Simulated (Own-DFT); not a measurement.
# Computed records: GaP (zincblende, strained, atoms displaced), SiC (twinned 3C silicon carbide, atoms displaced), SiC (2H silicon carbide, atoms displaced)

All values are calculated (Own-DFT development build). A calculation, not a measurement: plane-wave PBE density functional theory by an unreviewed code, no spin, of a simulated periodic cell, stress positive in tension, free energy of the whole cell less one offset for each atom, forces on such cells passed a denser k mesh, this cell's mesh not checked; offsets are fitted by least squares, one for each functional and potential file, so energies compare only between cells with the same atoms and settings and are not formation energies; the far tail of each file's local potential was reset to the Coulomb form; each entry is a single point on an unrelaxed cell, so the pressure reflects the starting lattice, mostly measured values (interpolated for alloys), from which strain is counted, and rises with the displacements; printed positions are rounded, which can move forces by about a meV/angstrom; the program, named Own-DFT, is a retired in-house code; no spin-orbit coupling.

Settings shared by all entries: functional PBE; potential files PseudoDojo norm-conserving, scalar-relativistic, standard set; wave cutoff 42 hartree; occupations Fermi-Dirac; smearing width 0.1 eV.

(1) GaP (zincblende, strained, atoms displaced)

```cif
# cell vector a (Å): 10.8620 0.0000 0.0000
# cell vector b (Å): 0.0000 10.8620 0.0000
# cell vector c (Å): 0.0000 0.0000 10.9439
data_GaP
_symmetry_space_group_name_H-M 'P 1'
_symmetry_Int_Tables_number 1
_cell_length_a 10.8620
_cell_length_b 10.8620
_cell_length_c 10.9439
_cell_angle_alpha 90.000
_cell_angle_beta 90.000
_cell_angle_gamma 90.000
_cell_volume 1291.19
loop_
_atom_site_label
_atom_site_type_symbol
_atom_site_fract_x
_atom_site_fract_y
_atom_site_fract_z
_atom_site_occupancy
Ga1 Ga 0.99847 0.00289 0.00523 1
Ga2 Ga 0.99336 0.24777 0.25264 1
Ga3 Ga 0.24730 0.00226 0.25380 1
Ga4 Ga 0.25179 0.25011 0.00054 1
P1 P 0.12494 0.12192 0.12632 1
P2 P 0.12512 0.37890 0.37681 1
P3 P 0.37238 0.12547 0.37204 1
P4 P 0.37239 0.37309 0.12607 1
Ga5 Ga 0.00062 0.99734 0.49942 1
Ga6 Ga 0.00049 0.24647 0.75376 1
Ga7 Ga 0.25990 0.99912 0.74881 1
Ga8 Ga 0.25099 0.25224 0.49698 1
P5 P 0.12781 0.12030 0.62058 1
P6 P 0.12535 0.37743 0.87302 1
P7 P 0.37592 0.12690 0.87075 1
P8 P 0.37583 0.37377 0.62340 1
Ga9 Ga 0.00133 0.49980 0.00251 1
Ga10 Ga 0.00205 0.74620 0.25037 1
Ga11 Ga 0.24784 0.49638 0.25330 1
Ga12 Ga 0.24692 0.74892 0.99959 1
P9 P 0.11791 0.62183 0.12402 1
P10 P 0.12821 0.87396 0.37117 1
P11 P 0.37522 0.62507 0.37499 1
P12 P 0.37674 0.87832 0.12176 1
Ga13 Ga 0.00168 0.50208 0.50247 1
Ga14 Ga 0.00278 0.74624 0.75206 1
Ga15 Ga 0.24820 0.50479 0.74856 1
Ga16 Ga 0.24982 0.75399 0.50053 1
P13 P 0.12457 0.62758 0.62583 1
P14 P 0.12517 0.87109 0.88026 1
P15 P 0.37439 0.62007 0.87377 1
P16 P 0.37180 0.88001 0.62971 1
Ga17 Ga 0.49861 0.99886 0.99553 1
Ga18 Ga 0.50541 0.25356 0.25224 1
Ga19 Ga 0.74787 0.99640 0.25439 1
Ga20 Ga 0.74918 0.24997 0.00141 1
P17 P 0.62656 0.12817 0.12595 1
P18 P 0.62365 0.37904 0.37361 1
P19 P 0.87736 0.12709 0.37368 1
P20 P 0.87730 0.37566 0.12734 1
Ga21 Ga 0.49530 0.00030 0.50227 1
Ga22 Ga 0.49922 0.24966 0.74908 1
Ga23 Ga 0.75220 0.99935 0.75049 1
Ga24 Ga 0.75609 0.24730 0.50099 1
P21 P 0.62721 0.12717 0.62505 1
P22 P 0.63167 0.37013 0.87539 1
P23 P 0.87603 0.12191 0.87566 1
P24 P 0.87451 0.37245 0.62462 1
Ga25 Ga 0.50080 0.49914 0.99984 1
Ga26 Ga 0.49904 0.74124 0.24900 1
Ga27 Ga 0.75411 0.50282 0.25247 1
Ga28 Ga 0.75091 0.75011 0.99600 1
P25 P 0.63225 0.62605 0.12910 1
P26 P 0.62856 0.87335 0.37759 1
P27 P 0.87502 0.62891 0.37362 1
P28 P 0.87747 0.87830 0.12836 1
Ga29 Ga 0.49907 0.50130 0.49742 1
Ga30 Ga 0.49920 0.74959 0.75021 1
Ga31 Ga 0.74971 0.49586 0.75564 1
Ga32 Ga 0.74824 0.75169 0.50343 1
P29 P 0.62669 0.62093 0.62055 1
P30 P 0.62453 0.87671 0.87757 1
P31 P 0.87603 0.62772 0.87455 1
P32 P 0.87568 0.87233 0.62641 1
```

Settings of this run: hardware one NVIDIA H100 and k mesh 3 x 3 x 3 centred on Gamma.

The calculation gives: free energy of cell above offsets -34.947 eV; pressure 3.19 GPa; stress xx -3.34 GPa; stress yy -3.37 GPa; stress zz -2.85 GPa; stress yz 0.14 GPa; stress xz 0.21 GPa; stress xy -0.35 GPa; wall time 511.3 s.

Force:
```
element  x (eV/Å)  y (eV/Å)  z (eV/Å)
     Ga     0.222    -0.449    -0.417
     Ga     1.156     0.509    -0.429
     Ga      0.48    -0.296    -0.711
     Ga    -0.409    -0.127    -0.165
      P     0.003     0.811     0.068
      P    -0.499    -0.659    -0.006
      P     0.604     0.248     0.263
      P     0.492     0.256     0.081
     Ga    -0.022     -0.06    -0.129
     Ga     0.246     0.013    -0.596
     Ga    -1.774     0.435     0.771
     Ga    -0.165    -0.225     0.194
      P     0.012     0.395     0.586
      P     0.027     -0.25     0.235
      P     0.029     0.029     0.602
      P    -0.149     0.416     0.149
     Ga    -0.457    -0.294    -0.583
     Ga    -0.196     0.514     -0.16
     Ga     0.065     0.528    -0.541
     Ga      0.46     -0.32     0.429
      P     1.266     0.228     0.389
      P    -0.502    -0.155     0.403
      P    -0.522    -0.008     0.153
      P    -0.339    -0.584     0.596
     Ga    -0.439    -0.013    -0.145
     Ga    -0.099     0.637     0.018
     Ga     0.206    -0.679    -0.225
     Ga     0.139    -0.139     0.035
      P     0.225     0.004    -0.327
      P    -0.096     0.896    -0.698
      P     0.168     0.617     0.282
      P     0.933    -1.279    -0.864
     Ga     0.176     0.643     0.469
     Ga    -0.555    -0.318    -0.302
     Ga     0.227     0.526    -0.407
     Ga      0.68    -0.222     0.218
      P    -0.273    -0.674    -0.009
      P     0.752    -0.274     0.453
      P    -0.483    -0.921     0.478
      P     -0.36    -0.058    -0.264
     Ga     0.527     0.165    -0.312
     Ga     0.428     0.261    -0.129
     Ga     -0.23    -0.045    -0.114
     Ga    -0.689     0.387    -0.321
      P    -0.175     -0.38    -0.071
      P    -1.143     0.298     0.136
      P    -0.132     0.275     0.264
      P     0.425     0.341     0.397
     Ga     0.359    -0.152      0.27
     Ga     0.242     1.112    -0.123
     Ga    -0.059    -0.379    -0.049
     Ga     0.162      0.38     0.678
      P    -0.509    -0.265    -0.836
      P    -1.152    -0.049     0.017
      P     0.145     -0.19     0.774
      P    -0.379    -0.569    -0.123
     Ga    -0.047    -0.245     0.214
     Ga     0.231    -0.172    -0.128
     Ga     0.323     0.442    -0.695
     Ga     0.362    -0.245     -0.17
      P    -0.196     0.207     0.845
      P     0.142    -0.299    -0.608
      P     -0.08    -0.689     0.115
      P     0.217     0.112     0.074
```

(2) SiC (twinned 3C silicon carbide, atoms displaced)

```cif
# cell vector a (Å): 6.5394 -6.5394 0.0000
# cell vector b (Å): 0.0000 6.5394 -6.5394
# cell vector c (Å): 8.7192 8.7192 8.7192
data_SiC
_symmetry_space_group_name_H-M 'P 1'
_symmetry_Int_Tables_number 1
_cell_length_a 9.2481
_cell_length_b 9.2481
_cell_length_c 15.1021
_cell_angle_alpha 90.000
_cell_angle_beta 90.000
_cell_angle_gamma 120.000
_cell_volume 1118.60
loop_
_atom_site_label
_atom_site_type_symbol
_atom_site_fract_x
_atom_site_fract_y
_atom_site_fract_z
_atom_site_occupancy
Si1 Si 0.00260 0.00279 0.43869 1
C1 C 0.00091 0.00090 0.06520 1
Si2 Si 0.11656 0.22131 0.10382 1
C2 C 0.10919 0.21884 0.23363 1
Si3 Si 0.22624 0.11398 0.27131 1
C3 C 0.22105 0.10846 0.39481 1
Si4 Si 0.00070 0.33339 0.43778 1
C4 C 0.00018 0.33138 0.06246 1
Si5 Si 0.11187 0.55799 0.10584 1
C5 C 0.11057 0.55478 0.22635 1
Si6 Si 0.22222 0.44390 0.26629 1
C6 C 0.22114 0.44436 0.39691 1
Si7 Si 0.99534 0.66572 0.43855 1
C7 C 0.99645 0.67005 0.06339 1
Si8 Si 0.10988 0.89578 0.10329 1
C8 C 0.11177 0.88748 0.23059 1
Si9 Si 0.21874 0.77587 0.27185 1
C9 C 0.22304 0.77750 0.39688 1
Si10 Si 0.33802 0.00016 0.44081 1
C10 C 0.32811 0.99857 0.05874 1
Si11 Si 0.44054 0.22559 0.10368 1
C11 C 0.44928 0.22372 0.22925 1
Si12 Si 0.55680 0.11223 0.27037 1
C12 C 0.56308 0.11389 0.39646 1
Si13 Si 0.33782 0.33318 0.43730 1
C13 C 0.33278 0.33582 0.06274 1
Si14 Si 0.44312 0.55576 0.10500 1
C14 C 0.45134 0.55154 0.22683 1
Si15 Si 0.55593 0.44121 0.27154 1
C15 C 0.55301 0.44023 0.39565 1
Si16 Si 0.33165 0.66396 0.43907 1
C16 C 0.33422 0.65971 0.06412 1
Si17 Si 0.44068 0.88568 0.10398 1
C17 C 0.44103 0.89350 0.22977 1
Si18 Si 0.55439 0.78024 0.27321 1
C18 C 0.55540 0.77840 0.39513 1
Si19 Si 0.66741 0.00005 0.43659 1
C19 C 0.65996 0.00257 0.06195 1
Si20 Si 0.77560 0.22269 0.10402 1
C20 C 0.77427 0.22422 0.22825 1
Si21 Si 0.88468 0.11286 0.27427 1
C21 C 0.88453 0.10491 0.39560 1
Si22 Si 0.66460 0.33621 0.43717 1
C22 C 0.66378 0.33494 0.06589 1
Si23 Si 0.78323 0.55501 0.10061 1
C23 C 0.78224 0.55377 0.23343 1
Si24 Si 0.88963 0.44394 0.26737 1
C24 C 0.88635 0.44259 0.39405 1
Si25 Si 0.67194 0.66722 0.43736 1
C25 C 0.66071 0.66351 0.06026 1
Si26 Si 0.78264 0.88424 0.10319 1
C26 C 0.78149 0.89185 0.23005 1
Si27 Si 0.88526 0.77440 0.27473 1
C27 C 0.88754 0.77675 0.39988 1
Si28 Si 0.00113 0.00081 0.93612 1
C28 C 0.99769 0.99544 0.56519 1
Si29 Si 0.88176 0.77448 0.60572 1
C29 C 0.88639 0.77595 0.72584 1
Si30 Si 0.77651 0.89111 0.77527 1
C30 C 0.78149 0.88953 0.89738 1
Si31 Si 0.00296 0.66481 0.93665 1
C31 C 0.00089 0.66908 0.55775 1
Si32 Si 0.89215 0.44869 0.60270 1
C32 C 0.88837 0.44371 0.72792 1
Si33 Si 0.77923 0.55711 0.77317 1
C33 C 0.77588 0.55477 0.89349 1
Si34 Si 0.99940 0.33034 0.93824 1
C34 C 0.00174 0.33254 0.56467 1
Si35 Si 0.88719 0.10567 0.60689 1
C35 C 0.87940 0.10397 0.72890 1
Si36 Si 0.78124 0.22450 0.76796 1
C36 C 0.77765 0.22599 0.89452 1
Si37 Si 0.67066 0.00635 0.93849 1
C37 C 0.67253 0.00137 0.56256 1
Si38 Si 0.55054 0.77418 0.60569 1
C38 C 0.55246 0.77831 0.72949 1
Si39 Si 0.43594 0.88378 0.77227 1
C39 C 0.43518 0.88478 0.89637 1
Si40 Si 0.66974 0.66826 0.94038 1
C40 C 0.66974 0.67163 0.56096 1
Si41 Si 0.56061 0.44593 0.60774 1
C41 C 0.55564 0.43409 0.72595 1
Si42 Si 0.44881 0.56074 0.76900 1
C42 C 0.44505 0.55539 0.89390 1
Si43 Si 0.66204 0.33375 0.93608 1
C43 C 0.66330 0.33315 0.56550 1
Si44 Si 0.54858 0.10930 0.60446 1
C44 C 0.55278 0.10618 0.72946 1
Si45 Si 0.44297 0.21644 0.76707 1
C45 C 0.44589 0.22117 0.89801 1
Si46 Si 0.33077 0.99610 0.93824 1
C46 C 0.33431 0.00229 0.56157 1
Si47 Si 0.22457 0.77772 0.60341 1
C47 C 0.22463 0.78607 0.73054 1
Si48 Si 0.11100 0.89065 0.76982 1
C48 C 0.11577 0.89559 0.89493 1
Si49 Si 0.33012 0.67069 0.93689 1
C49 C 0.32533 0.65903 0.56098 1
Si50 Si 0.22020 0.44284 0.60262 1
C50 C 0.22513 0.44744 0.72858 1
Si51 Si 0.10425 0.55123 0.77415 1
C51 C 0.10619 0.55329 0.89634 1
Si52 Si 0.32729 0.33098 0.93977 1
C52 C 0.33580 0.33068 0.56601 1
Si53 Si 0.22633 0.11404 0.60799 1
C53 C 0.22367 0.10747 0.73012 1
Si54 Si 0.11494 0.22769 0.77406 1
C54 C 0.12147 0.22237 0.89680 1
```

It was run with hardware one NVIDIA H200 and k mesh 4 x 4 x 2 centred on Gamma.

It finds free energy of cell above offsets -15.747 eV; pressure 3.86 GPa; stress xx -4.19 GPa; stress yy -3.37 GPa; stress zz -4.02 GPa; stress yz -0.9 GPa; stress xz -0.57 GPa; stress xy -0.37 GPa; wall time 622.2 s.

Force:
```
element  x (eV/Å)  y (eV/Å)  z (eV/Å)
     Si    -0.122     0.043     0.634
      C    -0.982    -0.445     -1.17
     Si    -0.361     1.966     0.529
      C      -0.7    -0.563    -1.201
     Si    -0.331     -0.25     0.732
      C     1.099     0.127     0.087
     Si    -0.424       0.2     0.369
      C     0.234      0.39     0.059
     Si    -0.998    -0.822     -0.39
      C      0.81     0.435     0.459
     Si     1.183     0.399     0.815
      C    -0.127     -0.97    -0.365
     Si    -0.001    -1.649    -0.638
      C      0.82    -1.537    -0.622
     Si      0.89    -0.785     1.642
      C    -0.553     0.453    -0.502
     Si     0.419    -0.008    -0.279
      C    -0.233     0.178     0.154
     Si    -1.339    -0.667    -1.071
      C     1.364     0.846     0.813
     Si     0.515    -0.963     0.716
      C    -0.956     0.399     0.126
     Si     0.089     0.444      0.27
      C    -1.033     0.626     0.039
     Si    -0.744     1.035     0.798
      C      0.12     0.008     0.248
     Si     0.385    -0.831     0.139
      C    -0.213     1.951      -0.2
     Si     0.465    -0.442     -0.46
      C     0.444     0.323    -0.964
     Si    -0.541    -0.489    -0.808
      C    -0.902     1.294    -1.334
     Si    -0.006     0.437    -0.228
      C     0.001    -1.109     0.719
     Si    -0.606    -1.165    -0.547
      C     0.307     0.114     0.861
     Si     0.464     0.315      0.69
      C     1.071    -1.081     0.656
     Si     0.034    -0.174     0.084
      C      0.57    -0.826     0.364
     Si    -0.356    -1.317    -0.535
      C     1.127     0.491     -0.58
     Si     0.887     -0.72     0.895
      C     -0.57     -1.15    -0.597
     Si     -0.28     2.397     1.062
      C    -1.562     0.196    -1.351
     Si      0.82     0.546     0.896
      C     0.498      0.05    -0.097
     Si    -1.183     0.978     0.289
      C     1.751    -0.044     0.505
     Si    -0.752     2.158    -0.075
      C    -0.744     0.143     0.448
     Si     0.338    -0.469    -0.891
      C    -0.083    -0.572    -1.086
     Si     0.847     0.029     0.505
      C     0.686    -0.058    -0.807
     Si     0.391    -1.396     -1.18
      C     1.188     1.399     0.985
     Si    -1.142    -1.347    -0.103
      C    -0.216     0.816     -0.07
     Si    -0.587     1.587    -0.543
      C     1.277     1.473     1.556
     Si     -0.42    -0.178     0.412
      C     0.345     0.376    -0.289
     Si    -1.418    -0.981    -0.418
      C      1.27     0.699     0.351
     Si     0.014     0.064    -0.141
      C    -0.863     0.003     0.226
     Si    -0.141    -0.394    -1.075
      C     2.259      0.13    -0.435
     Si    -0.795     0.765     0.814
      C     0.187    -0.512     0.167
     Si    -1.174    -0.015     0.504
      C    -1.403     1.013     0.636
     Si    -0.003     -0.49    -1.154
      C     0.571     0.025     0.066
     Si     1.093    -0.401    -0.828
      C     1.319     -0.73    -0.799
     Si    -1.725    -0.644    -0.436
      C    -0.663     0.559     1.584
     Si    -1.511    -0.426    -1.199
      C      1.52     2.401    -0.374
     Si    -0.215    -0.574     1.448
      C     0.288     0.736     0.138
     Si     0.946    -0.004     0.381
      C     0.178    -1.163    -0.652
     Si     1.441    -1.257    -0.201
      C     0.287    -0.223    -0.075
     Si     1.322     1.005     0.725
      C    -1.341     0.055     -0.33
     Si     0.033      0.16    -1.467
      C     0.174      0.41     1.129
     Si    -0.588       0.7     0.023
      C    -1.689    -0.953     1.364
     Si    -0.343     0.233     0.413
      C    -1.098    -0.299     1.219
     Si     0.504    -1.335     1.387
      C     1.657     0.485    -0.428
     Si     0.557    -0.272     0.855
      C    -0.182     0.579     0.339
     Si     0.124    -1.134    -1.698
      C     0.706    -0.533     0.377
     Si     1.992    -1.678    -1.489
      C    -0.301     0.109    -1.121
     Si    -1.558    -0.394      0.11
      C    -0.341     1.239    -0.571
     Si    -1.122    -1.282    -0.188
      C    -2.344     1.726     0.253
```

(3) SiC (2H silicon carbide, atoms displaced)

```cif
# cell vector a (Å): 6.1654 0.0000 0.0000
# cell vector b (Å): -3.0827 5.3394 0.0000
# cell vector c (Å): 0.0000 0.0000 10.0681
data_SiC
_symmetry_space_group_name_H-M 'P 1'
_symmetry_Int_Tables_number 1
_cell_length_a 6.1654
_cell_length_b 6.1654
_cell_length_c 10.0681
_cell_angle_alpha 90.000
_cell_angle_beta 90.000
_cell_angle_gamma 120.000
_cell_volume 331.44
loop_
_atom_site_label
_atom_site_type_symbol
_atom_site_fract_x
_atom_site_fract_y
_atom_site_fract_z
_atom_site_occupancy
Si1 Si 0.01593 0.01775 0.00295 1
Si2 Si 0.16722 0.34745 0.24740 1
C1 C 0.00370 0.98254 0.19458 1
C2 C 0.17879 0.33833 0.43168 1
Si3 Si 0.99547 0.02111 0.49956 1
Si4 Si 0.17536 0.33219 0.77156 1
C3 C 0.00860 0.99264 0.69681 1
C4 C 0.14095 0.31382 0.94193 1
Si5 Si 0.98361 0.51285 0.98716 1
Si6 Si 0.13221 0.81024 0.27442 1
C5 C 0.00880 0.49646 0.20108 1
C6 C 0.20693 0.86171 0.45106 1
Si7 Si 0.01298 0.48985 0.47844 1
Si8 Si 0.14827 0.84639 0.74775 1
C7 C 0.00393 0.52718 0.67124 1
C8 C 0.14620 0.83021 0.96268 1
Si9 Si 0.52137 0.98500 0.00751 1
Si10 Si 0.69588 0.37463 0.22867 1
C9 C 0.47570 0.01423 0.17648 1
C10 C 0.68617 0.36485 0.44376 1
Si11 Si 0.49389 0.98749 0.51326 1
Si12 Si 0.66266 0.34779 0.75704 1
C11 C 0.47381 0.00837 0.69015 1
C12 C 0.68731 0.35006 0.93406 1
Si13 Si 0.51571 0.50744 0.99443 1
Si14 Si 0.65971 0.85865 0.24414 1
C13 C 0.47049 0.49633 0.19719 1
C14 C 0.65857 0.83820 0.42966 1
Si15 Si 0.48433 0.47509 0.49354 1
Si16 Si 0.66449 0.85339 0.75882 1
C15 C 0.51318 0.52744 0.67575 1
C16 C 0.67489 0.83266 0.94934 1
```

Settings of this run: hardware one NVIDIA H100 and k mesh 5 x 5 x 3 centred on Gamma.

It finds free energy of cell above offsets 7.274 eV; pressure 11.53 GPa; stress xx -17.02 GPa; stress yy -7.82 GPa; stress zz -9.74 GPa; stress yz -0.66 GPa; stress xz -1.84 GPa; stress xy 0.39 GPa; wall time 120 s.

Force:
```
element  x (eV/Å)  y (eV/Å)  z (eV/Å)
     Si    -0.536    -3.502     3.379
     Si      1.05    -5.188     1.261
      C    -3.369     2.126    -0.613
      C    -0.906    -1.555    -0.432
     Si     1.222    -2.807     0.664
     Si    -1.161     1.414    -6.766
      C    -7.766     5.264    -2.378
      C     0.892     4.941     1.629
     Si     5.103     -0.23     3.111
     Si     2.943     3.416    -2.194
      C    -1.293     2.221    -3.286
      C    -6.127    -3.309    -2.794
     Si    -2.515     3.045     4.589
     Si     5.788    -4.855     2.481
      C     0.835    -2.809     2.973
      C     3.517     2.103    -4.597
     Si    -5.156     1.746    -0.925
     Si    -4.724    -4.864     4.022
      C     2.152     0.517      3.39
      C     0.787    -2.965    -2.607
     Si     3.684     3.789    -1.324
     Si     1.093      0.72    -4.929
      C     2.751     1.031     2.852
      C    -3.773    -3.563     0.766
     Si    -2.165    -1.736     2.503
     Si    -0.027    -0.767     0.473
      C     4.909     3.641    -3.746
      C     0.746    -0.085     1.911
     Si      1.76     4.337      0.85
     Si     0.276    -0.868    -1.943
      C    -0.949    -1.271     4.068
      C     0.961     0.063    -2.389
```
